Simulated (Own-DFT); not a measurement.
## Calculated data, Hf$_{36}$O$_{71}$ (tetragonal hafnia with one neutral oxygen vacancy, atoms displaced)

A calculation, not a measurement: plane-wave PBE and HSE06 DFT by an unreviewed code, no spin, of a simulated cell at Gamma alone, so results move with cell size and shape, stress positive in tension, energies less offsets, not probed for a lower state with spin; hafnium file: forces about 75 meV/angstrom off all-electron values; oxygen file: force components 24 meV/angstrom off all-electron in a glass; k mesh not checked against a denser one; forces and stress are PBE's, HSE06 gives the energy alone, and its difference from PBE has offsets of its own; offsets are fitted by least squares, one for each functional and potential file, so energies compare only between cells with the same atoms and settings and are not formation energies; the far tail of each file's local potential was reset to the Coulomb form; each entry is a single point on an unrelaxed cell, so the pressure reflects the starting lattice, taken from the Materials Project, from which strain is counted, and rises with the displacements; printed positions are rounded, which can move forces by about a meV/angstrom; the program is a retired in-house code; no spin-orbit coupling. Program: Own-DFT development build.

Settings shared by all entries: first functional PBE; second functional HSE06; exact exchange share 0.25; screening 0.11 1/bohr; exchange divergence Gygi-Baldereschi; potential files PseudoDojo norm-conserving, scalar-relativistic, made for PBE, standard set; wave cutoff 48 hartree; occupations fixed; k mesh 1 x 1 x 1 centred on Gamma.

(1) Hf$_{36}$O$_{71}$ (tetragonal hafnia with one neutral oxygen vacancy, atoms displaced)

```
Hf36O71
1.0
     10.7800     0.0000     0.0000
      0.0000    10.7800     0.0000
      0.0000     0.0000    10.4493
Hf O Hf O Hf O Hf O Hf O Hf O Hf O Hf O Hf O Hf O Hf O Hf O Hf O Hf O Hf O Hf O Hf O Hf O
2 4 2 4 2 4 2 4 2 4 2 4 2 4 2 4 2 4 2 4 2 4 2 4 2 4 2 4 2 3 2 4 2 4 2 4
Direct
  0.00031 0.98993 0.00640
  0.15673 0.17386 0.24017
  0.99917 0.16714 0.15193
  0.17670 0.99270 0.35150
  0.00351 0.16517 0.40433
  0.17423 0.99791 0.07859
  0.00544 0.98796 0.49606
  0.15836 0.16405 0.73766
  0.00838 0.15984 0.65593
  0.16886 0.00558 0.84180
  0.00365 0.16905 0.90380
  0.15735 0.99246 0.60148
  0.99856 0.34206 0.00280
  0.15682 0.50259 0.27031
  0.99532 0.50503 0.15660
  0.17111 0.32636 0.33752
  0.99264 0.50413 0.39918
  0.17391 0.32702 0.10549
  0.99367 0.33595 0.49102
  0.16802 0.50127 0.74583
  0.99350 0.49534 0.65350
  0.16045 0.33362 0.85135
  0.00476 0.49323 0.89893
  0.15637 0.33114 0.60425
  0.00115 0.66931 0.99956
  0.15959 0.83289 0.24255
  0.00472 0.83073 0.15647
  0.16880 0.65540 0.33619
  0.00297 0.84006 0.39202
  0.17692 0.67600 0.10448
  0.00201 0.66260 0.49937
  0.17212 0.82010 0.73668
  0.00255 0.82966 0.64453
  0.17400 0.65861 0.84617
  0.00986 0.81858 0.89886
  0.16893 0.65505 0.58704
  0.32425 0.99136 0.99992
  0.49730 0.16267 0.24552
  0.32971 0.15264 0.16114
  0.49368 0.00187 0.34127
  0.33376 0.15982 0.42212
  0.49281 0.99259 0.09761
  0.34681 0.99632 0.50469
  0.50212 0.16442 0.75907
  0.33744 0.17347 0.66244
  0.50455 0.98808 0.85738
  0.33972 0.15707 0.90715
  0.49982 0.00146 0.59072
  0.33754 0.34263 0.00553
  0.50217 0.50151 0.25184
  0.32873 0.49118 0.15040
  0.48968 0.32968 0.35206
  0.32884 0.49546 0.39178
  0.49996 0.34066 0.10271
  0.32610 0.33672 0.51024
  0.48224 0.47478 0.74856
  0.33174 0.50153 0.64628
  0.48723 0.35333 0.85528
  0.33831 0.50197 0.89706
  0.48365 0.34234 0.58858
  0.33627 0.65800 0.00218
  0.51374 0.83929 0.25242
  0.34005 0.82101 0.14041
  0.50086 0.66083 0.35000
  0.32558 0.83692 0.40545
  0.49689 0.66887 0.09104
  0.33773 0.67375 0.50604
  0.49021 0.81819 0.74032
  0.34422 0.83464 0.65157
  0.49749 0.67298 0.84828
  0.33549 0.84622 0.90096
  0.50437 0.66088 0.60778
  0.66861 0.99506 0.99659
  0.82236 0.17255 0.25397
  0.68099 0.17277 0.15821
  0.84472 0.00470 0.35232
  0.65803 0.16812 0.39828
  0.82772 0.00231 0.10405
  0.66480 0.01125 0.50969
  0.83876 0.16496 0.75639
  0.66365 0.17706 0.64147
  0.84060 0.99613 0.85519
  0.66702 0.17905 0.89722
  0.83125 0.00304 0.59311
  0.67197 0.35176 0.00505
  0.83766 0.50133 0.26219
  0.66528 0.50679 0.13314
  0.82924 0.33194 0.33534
  0.84473 0.33815 0.08860
  0.67338 0.32269 0.50484
  0.82576 0.50654 0.75384
  0.67186 0.50917 0.65674
  0.82041 0.33849 0.83687
  0.67219 0.49745 0.90422
  0.84022 0.33920 0.58483
  0.67082 0.66337 0.99665
  0.85250 0.83762 0.25992
  0.66483 0.83561 0.15993
  0.82800 0.65943 0.35322
  0.65980 0.83534 0.40203
  0.82133 0.67010 0.10406
  0.65890 0.67876 0.50430
  0.83286 0.83635 0.74403
  0.66070 0.83475 0.65233
  0.85181 0.66086 0.85539
  0.66470 0.83307 0.90394
  0.83140 0.68193 0.59721
```

```
PBE energy of cell above offsets : -85.599 eV
HSE06 less PBE above offsets     : 0.589 eV
PBE pressure                     : 6.66 GPa
PBE stress xx                    : -7.83 GPa
PBE stress yy                    : -5.52 GPa
PBE stress zz                    : -6.65 GPa
PBE stress yz                    : 0.01 GPa
PBE stress xz                    : -2.09 GPa
PBE stress xy                    : 0.04 GPa
```

Force:
```tsv
element	x (eV/Å)	y (eV/Å)	z (eV/Å)
Hf	-0.09	2.43	-2.013
Hf	2.004	-1.635	1.283
O	-1.555	-0.789	-0.437
O	-1.638	0.66	-1.511
O	-0.017	0.537	0.52
O	-6.229	-0.702	3.988
Hf	0.364	3.761	0.324
Hf	3.739	0.488	4.229
O	-5.384	0.156	-1.839
O	-0.882	-2.092	-0.533
O	-1.477	-0.534	0.136
O	2.513	-0.386	-0.253
Hf	4.051	-1.903	-1.1
Hf	2.39	-4.701	-5.289
O	0.845	0.173	-0.243
O	-0.902	1.445	2.73
O	0.521	-0.975	0.095
O	-1.529	0.026	-1.21
Hf	2.407	-1.913	0.886
Hf	-1.778	-2.893	1.352
O	0.667	1.514	-0.886
O	1.202	0.465	-0.953
O	-0.153	2.143	0.612
O	0.194	0.709	-1.285
Hf	-0.076	-2.876	0.895
Hf	6.382	0.093	1.248
O	-1.923	0.383	-2.68
O	-0.777	6.095	3.628
O	-0.121	-3.728	-0.112
O	-2.587	-0.678	-1.44
Hf	-2.025	0.833	1.007
Hf	-0.614	3.077	2.94
O	-0.177	-0.429	0.124
O	-0.138	1.165	-0.618
O	-0.009	2.705	-0.108
O	-0.271	1.125	0.932
Hf	5.212	2.06	-1.343
Hf	-1.092	1.015	-0.049
O	0.564	0.8	0.287
O	0.364	-0.107	1.461
O	0.125	1.191	-0.298
O	2.608	0.903	0.488
Hf	-4.49	1.654	-2.499
Hf	-1.815	-1.853	2.067
O	0.118	-0.311	-0.08
O	1.114	1.979	-2.665
O	1.207	2.292	0.147
O	2.197	0.427	2.371
Hf	-1.673	-1.814	0.097
Hf	-1.147	-1.589	-0.471
O	0.185	0.967	-0.237
O	0.983	0.473	-0.977
O	-0.233	1.247	1.882
O	0.961	-0.905	-0.357
Hf	-1.305	-1.643	-3.474
Hf	2.645	8.59	-4.309
O	-1.57	0.146	-0.316
O	1.299	-8.33	3.626
O	-0.705	-0.64	-0.533
O	4.473	0.177	2.596
Hf	0.274	2.678	0.614
Hf	-2.888	-0.798	-1.535
O	-0.915	1.133	2.223
O	0.282	0.973	0.901
O	0.723	-2.183	0.587
O	1.836	-0.967	0.698
Hf	1.529	-1.485	-2.946
Hf	4.46	1.415	5.283
O	-4.694	-0.675	-2.599
O	-0.163	-2.129	0.029
O	-0.942	-4.622	-2.674
O	-1.684	0.847	-1.276
Hf	-2.363	0.174	0.386
Hf	4.083	-3.068	-0.251
O	-4.511	0.158	-2.208
O	-0.88	-0.685	-0.26
O	1.005	-0.573	0.319
O	1.723	-1.134	-0.262
Hf	0.397	-1.312	-1.852
Hf	0.709	0.577	0.701
O	0.433	-0.481	0.991
O	-0.115	0.187	-0.735
O	-0.423	-1.243	0.205
O	0.446	-0.341	1.609
Hf	0.104	-2.727	0.81
Hf	-1.988	0.976	-2.888
O	0.434	-0.817	2.745
O	0.028	1.303	2.351
O	-3.197	0.084	1.317
Hf	-2.28	2.396	-1.178
Hf	1.198	-0.748	-0.484
O	-1.543	-0.993	-0.675
O	0.851	-1.052	-0.039
O	-0.076	2.134	-1.884
O	-1.29	-0.984	0.74
Hf	-1.957	0.953	0.643
Hf	-4.489	-0.072	-0.649
O	2.325	0.309	-0.842
O	0.521	2.154	0.534
O	0.36	1.233	0.765
O	2.964	0.622	0.015
Hf	1.076	-1.866	-0.467
Hf	-0.54	-1.097	0.404
O	1.09	0.346	-0.125
O	-1.352	1.689	-0.518
O	1.834	-0.644	-0.269
O	0.648	-0.129	-0.083
```

(2) Hf$_{36}$O$_{71}$ (tetragonal hafnia with one neutral oxygen vacancy, atoms displaced)

```
Hf36O71
1.0
     10.7800     0.0000     0.0000
      0.0000    10.7800     0.0000
      0.0000     0.0000    10.4493
Hf O Hf O Hf O Hf O Hf O Hf O Hf O Hf O Hf O Hf O Hf O Hf O Hf O Hf O Hf O Hf O Hf O Hf O
2 4 2 4 2 3 2 4 2 4 2 4 2 4 2 4 2 4 2 4 2 4 2 4 2 4 2 4 2 4 2 4 2 4 2 4
Direct
  0.99870 0.99879 0.99464
  0.16778 0.16921 0.23705
  0.99661 0.14804 0.14875
  0.16658 0.00726 0.34751
  0.00349 0.16727 0.40864
  0.16305 0.00944 0.08925
  0.00654 0.98436 0.51221
  0.15509 0.16179 0.75225
  0.99391 0.15920 0.66526
  0.16151 0.99725 0.84091
  0.00049 0.16680 0.89794
  0.16854 0.99847 0.59668
  0.00836 0.33842 0.99071
  0.16247 0.47602 0.24542
  0.00555 0.52188 0.15631
  0.18122 0.33783 0.34291
  0.99169 0.49818 0.42298
  0.01345 0.34012 0.50512
  0.16246 0.49963 0.76508
  0.00407 0.49903 0.65819
  0.17572 0.33054 0.83135
  0.00283 0.49663 0.89517
  0.15371 0.33458 0.60706
  0.00893 0.67946 0.99173
  0.17584 0.83513 0.24575
  0.01067 0.84346 0.15345
  0.16662 0.65845 0.34600
  0.00519 0.82246 0.39552
  0.16506 0.66313 0.09559
  0.00220 0.66039 0.50165
  0.16305 0.83905 0.75036
  0.99790 0.83171 0.66179
  0.16989 0.66345 0.85245
  0.00062 0.83233 0.89185
  0.15773 0.66884 0.60194
  0.33514 0.00537 0.99748
  0.50497 0.15341 0.25402
  0.32513 0.17417 0.15442
  0.49043 0.00539 0.34872
  0.33425 0.15803 0.38941
  0.49891 0.99592 0.08283
  0.34108 0.00397 0.50290
  0.50637 0.17692 0.74376
  0.33190 0.16623 0.63651
  0.49906 0.99129 0.85277
  0.32130 0.16450 0.90927
  0.50340 0.00665 0.58722
  0.33550 0.33388 0.00674
  0.49828 0.50304 0.23881
  0.32581 0.51066 0.15353
  0.49812 0.32240 0.34510
  0.33228 0.50733 0.39482
  0.50545 0.33020 0.09961
  0.33398 0.33263 0.50058
  0.48570 0.51603 0.74651
  0.32497 0.50827 0.65502
  0.49700 0.33123 0.83785
  0.32065 0.49443 0.90151
  0.49809 0.33290 0.58779
  0.32886 0.66418 0.98676
  0.50334 0.84297 0.24688
  0.33614 0.83153 0.15585
  0.50354 0.66456 0.34823
  0.32288 0.83284 0.40652
  0.49693 0.67330 0.09656
  0.34187 0.66268 0.50962
  0.49666 0.83815 0.74584
  0.32934 0.81064 0.65815
  0.50318 0.66343 0.85572
  0.34749 0.81212 0.91510
  0.49475 0.67802 0.60346
  0.66362 0.00459 0.99702
  0.82724 0.17877 0.25696
  0.66216 0.16269 0.15590
  0.83996 0.00276 0.33704
  0.67848 0.18093 0.39730
  0.82530 0.99327 0.10220
  0.67406 0.00067 0.49183
  0.83559 0.16814 0.74409
  0.66699 0.16124 0.65889
  0.82312 0.00045 0.84367
  0.66074 0.16224 0.90613
  0.83307 0.99139 0.59991
  0.68312 0.33291 0.00534
  0.82223 0.49809 0.24672
  0.67337 0.49868 0.14985
  0.83085 0.34409 0.36131
  0.65761 0.50216 0.39984
  0.84258 0.32621 0.09969
  0.65464 0.34577 0.50080
  0.83291 0.50312 0.73649
  0.66622 0.50609 0.65936
  0.83493 0.33638 0.84500
  0.67572 0.49673 0.90904
  0.84079 0.33301 0.59742
  0.66424 0.66566 0.99771
  0.84118 0.83669 0.23950
  0.66960 0.83249 0.14528
  0.82626 0.67014 0.35585
  0.66712 0.84212 0.38684
  0.84829 0.66186 0.09931
  0.66047 0.65749 0.50652
  0.84627 0.82511 0.74330
  0.66331 0.82278 0.66939
  0.82147 0.66186 0.85324
  0.64376 0.83392 0.90443
  0.84144 0.67160 0.57936
```

```
PBE energy of cell above offsets : -87.465 eV
HSE06 less PBE above offsets     : 0.691 eV
PBE pressure                     : 5.21 GPa
PBE stress xx                    : -7.31 GPa
PBE stress yy                    : -2.78 GPa
PBE stress zz                    : -5.54 GPa
PBE stress yz                    : 1.2 GPa
PBE stress xz                    : -1.2 GPa
PBE stress xy                    : -0.1 GPa
```

Force:
```tsv
element	x (eV/Å)	y (eV/Å)	z (eV/Å)
Hf	-1.5	1.049	2.265
Hf	-2.713	-2.372	2.608
O	-0.028	1.426	0.227
O	-0.177	-0.979	-0.739
O	-0.168	0.545	0.596
O	1.572	-0.521	-0.44
Hf	-0.865	1.39	-4.465
Hf	1.858	0.993	-0.848
O	1.591	-0.686	-2.032
O	0.509	-0.131	1.227
O	0.465	0.514	0.533
O	0.505	-0.619	1.38
Hf	-0.677	-0.717	0.644
Hf	0.381	8.133	-1.536
O	-1.362	-3.087	0.105
O	-0.452	-4.34	2.636
O	0.676	-0.392	-2.438
Hf	-4.443	-2.097	-1.589
Hf	-0.498	0.643	-2.383
O	-0.943	0.493	0.043
O	-0.788	-0.995	2.771
O	0.318	0.751	0.917
O	4.498	-0.512	0.18
Hf	-0.362	-3.176	3.175
Hf	-0.773	-1.639	2.718
O	-0.774	-0.049	-1.926
O	-0.289	0.123	-0.596
O	-0.347	1.84	1.549
O	0.432	1.632	-1.176
Hf	2.75	0.689	-2.887
Hf	1.403	-2.921	-1.063
O	2.892	0.829	-2.84
O	-0.511	1.844	-0.267
O	-0.216	1.031	-0.163
O	1.357	0.165	0.499
Hf	-0.328	-1.74	0.11
Hf	-1.721	4.091	-1.235
O	2.822	0.078	-1.782
O	0.997	-2.298	0.532
O	-0.025	1.633	1.647
O	-0.801	0.661	3.029
Hf	-2.263	0.158	-2.345
Hf	-1.189	-2.025	0.918
O	0	0.46	1.47
O	-1.533	2.737	-1.796
O	0.378	0.897	-0.745
O	1.019	-1.058	1.186
Hf	0.504	-0.575	-0.325
Hf	-1.367	0.209	0.994
O	1.282	-2.032	-0.76
O	-0.004	1.51	0.33
O	1.293	-1.942	1.763
O	-0.522	0.906	-0.957
Hf	-1.336	-0.835	-2.123
Hf	1.398	-1.727	1.904
O	0.772	-0.407	-0.85
O	-0.446	1.787	0.155
O	1.246	-0.412	-0.455
O	-0.832	0.273	1.785
Hf	-0.502	-3.779	5.241
Hf	0.702	-2.891	-0.495
O	0.299	0.999	-0.297
O	0.189	0.955	0.272
O	1.04	0.152	0.758
O	0.506	-1.443	0.441
Hf	-4.879	0.993	-3.497
Hf	1.218	-0.392	2.417
O	-0.325	1.834	0.634
O	-0.313	-1.081	-1.441
O	-0.682	7.456	-3.258
O	2.24	-1.73	0.627
Hf	1.554	-2.755	-0.393
Hf	2	-1.23	0.458
O	1.228	0.118	-0.517
O	-0.644	0.317	1.375
O	-1.011	-2.057	1.199
O	1.201	0.067	-1.817
Hf	0.899	-0.02	-0.286
Hf	-1.752	0.308	1.809
O	0.18	0.56	-1.38
O	1.013	-0.762	0.037
O	-0.04	2.506	-0.571
O	-0.161	-0.207	-0.738
Hf	-1.839	0.028	-1.648
Hf	4.037	2.536	2.01
O	-2.171	-0.222	-0.66
O	-0.281	-0.29	-2.174
O	-0.256	-0.398	0.282
O	0.618	0.4	0.47
Hf	3.689	-1.633	-1.55
Hf	1.263	-1.141	2.455
O	-1.888	0.285	-1.989
O	-0.209	-0.491	0.243
O	-0.7	-0.718	-0.071
O	-1.517	0.244	0.543
Hf	0.655	1.695	0.272
Hf	-0.627	-0.766	0.989
O	-0.59	-0.414	0.689
O	-0.732	-1.152	-1.892
O	-0.728	0.081	2.063
O	-1.634	1.1	-0.674
Hf	1.628	2.643	-2.141
Hf	-5.633	0.87	2.77
O	1.275	-0.095	-2.205
O	1.166	0.974	-1.793
O	0.97	-0.514	0.62
O	-3.11	-0.146	3.68
```
